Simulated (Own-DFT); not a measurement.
# Strain and stress in wurtzite AlN, 128 atoms (Al64N64)

Calculated results; nothing here was measured. They come from Own-DFT, an in-house plane-wave density functional program, since retired, whose code no person has reviewed. Each row is one single-point run on a periodic cell that was not relaxed, without spin or spin-orbit coupling.

Settings of every run: PBE; PseudoDojo norm-conserving scalar-relativistic files; cutoff 42 hartree; 3 x 3 x 3 k mesh centred on Gamma; Gaussian smearing of 0.01 eV.

Known limits: k mesh not checked against a denser one; stress not checked against mesh or cutoff.

Unstrained cell vectors in Å: (12.448, 0.000, 0.000); (-6.224, 10.780, 0.000); (0.000, 0.000, 9.964). The unstrained cell has measured lattice constants (interpolated for alloys), not those of this functional. That, the random moves and any unrelaxed bonds set the pressure at no strain. Each run strains this cell uniformly, with the atoms carried along. Every atom was also moved at random, by a Gaussian of width 0.05 Å on each axis. Strain is the symmetric tensor, in per cent. Stress is positive in tension, and the pressure is minus a third of its trace.

| run | e_xx (%) | e_yy (%) | e_zz (%) | e_yz (%) | e_xz (%) | e_xy (%) | s_xx (GPa) | s_yy (GPa) | s_zz (GPa) | s_yz (GPa) | s_xz (GPa) | s_xy (GPa) | P (GPa) | E (meV/atom) |
|---|---|---|---|---|---|---|---|---|---|---|---|---|---|---|
| 1 | 1.85 | 0.22 | 1.01 | 0.92 | 1.70 | -0.15 | 5.02 | -2.25 | -1.54 | 2.56 | 4.20 | -0.19 | -0.41 | 0.0 |
| 2 | 0.28 | 1.29 | -1.15 | -0.53 | 1.20 | -0.31 | -5.24 | -0.44 | -9.55 | -0.64 | 3.95 | -0.95 | 5.08 | 22.2 |
| 3 | -1.17 | -1.10 | -1.98 | -0.70 | 0.20 | 0.44 | -15.45 | -12.63 | -19.09 | -1.11 | 0.95 | 0.06 | 15.73 | 49.1 |
| 4 | -1.36 | 1.03 | -1.38 | -1.34 | -0.04 | 0.84 | -12.03 | -4.02 | -12.49 | -3.63 | -0.50 | 3.52 | 9.51 | 26.3 |
| 5 | 0.05 | 0.15 | -0.12 | 0.64 | -1.40 | 1.37 | -3.56 | -7.65 | -5.30 | 1.20 | -3.44 | 4.54 | 5.50 | 13.3 |
| 6 | 0.89 | 0.18 | -0.55 | 0.34 | 1.49 | 1.41 | -2.60 | -4.88 | -5.91 | 0.74 | 4.12 | 4.59 | 4.47 | 10.2 |
| 7 | 1.08 | -1.75 | -1.17 | -1.34 | -1.48 | -1.62 | -3.44 | -15.31 | -12.71 | -3.46 | -3.87 | -7.42 | 10.49 | 41.8 |
| 8 | -0.20 | -0.06 | 0.23 | -0.03 | 0.25 | -1.85 | -7.40 | -5.25 | -5.15 | 0.65 | 1.14 | -6.66 | 5.93 | 16.6 |
| 9 | -1.36 | 0.03 | -0.83 | -0.09 | -1.61 | -1.09 | -13.42 | -7.94 | -10.86 | -0.71 | -3.85 | -3.94 | 10.74 | 31.4 |
| 10 | -1.87 | -0.35 | 1.27 | 1.50 | -0.49 | 0.23 | -15.63 | -8.11 | -0.67 | 2.85 | -1.48 | 1.13 | 8.14 | 19.5 |
| 11 | 1.25 | 1.51 | -0.04 | 0.00 | 0.63 | -0.35 | 1.78 | 1.21 | -4.90 | 0.84 | 1.37 | -1.37 | 0.64 | 16.3 |
| 12 | -1.61 | -1.54 | 1.38 | 0.38 | 1.28 | -0.30 | -14.57 | -14.02 | -0.48 | 1.16 | 2.98 | -1.67 | 9.69 | 10.2 |
| 13 | -0.13 | -0.73 | 0.45 | 1.24 | -0.08 | -0.27 | -5.82 | -8.87 | -4.54 | 2.88 | -0.18 | 0.05 | 6.41 | 3.8 |
| 14 | 1.29 | 0.75 | -0.09 | -1.22 | -0.85 | 1.18 | 1.19 | -0.94 | -5.39 | -2.81 | -2.89 | 3.54 | 1.71 | 8.6 |
| 15 | -1.85 | -1.12 | -1.81 | 1.33 | -0.16 | 1.91 | -18.76 | -15.08 | -18.36 | 3.74 | 0.65 | 7.69 | 17.40 | 63.9 |
| 16 | -1.98 | -0.65 | 0.29 | -0.59 | -0.61 | -1.27 | ? | ? | ? | ? | ? | ? | ? | ? |

E is the free energy for each atom above the lowest run shown.

## Worked fit

Each stress component was fitted by least squares to a constant and the strains of the runs shown, as fractions, with shears doubled. Shear strains stay in the fit of a normal stress only where such slopes are resolved. The slopes, in GPa:

| stress | at no strain | per e_xx | per e_yy | per e_zz | scatter |
|---|---|---|---|---|---|
| s_xx | -5.9 | 512 ± 22 | 108 ± 28 | 100 ± 24 | 0.97 |
| s_yy | -6.2 | 84 ± 23 | 471 ± 29 | 85 ± 25 | 1.00 |
| s_zz | -6.0 | 46 ± 27 | 106 ± 34 | 517 ± 30 | 1.17 |

Each shear stress against twice its own strain: yz 124 ± 9, xz 134 ± 4, xy 175 ± 8 GPa. These are stiffnesses along x, y and z of the frame in which the cell vectors are given, which need not be the crystal's axes. The atoms are held to the strained lattice; where symmetry lets them move under strain, relaxing them would lower some slopes. The table should be nearly symmetric about its diagonal, and what it lacks of that shows the noise. A ninth of its sum, 226 ± 5 GPa, estimates the bulk modulus near the mean pressure of these runs, 7.4 GPa, so it lies above the value at zero pressure.

## Withheld run

Question: what normal stresses and pressure should run 16 give?

The fit gives s_xx = -16.5, s_yy = -10.7, s_zz = -6.1 and P = 11.1 GPa. The calculation gave -16.20, -11.94, -5.49 and P = 11.21 GPa.
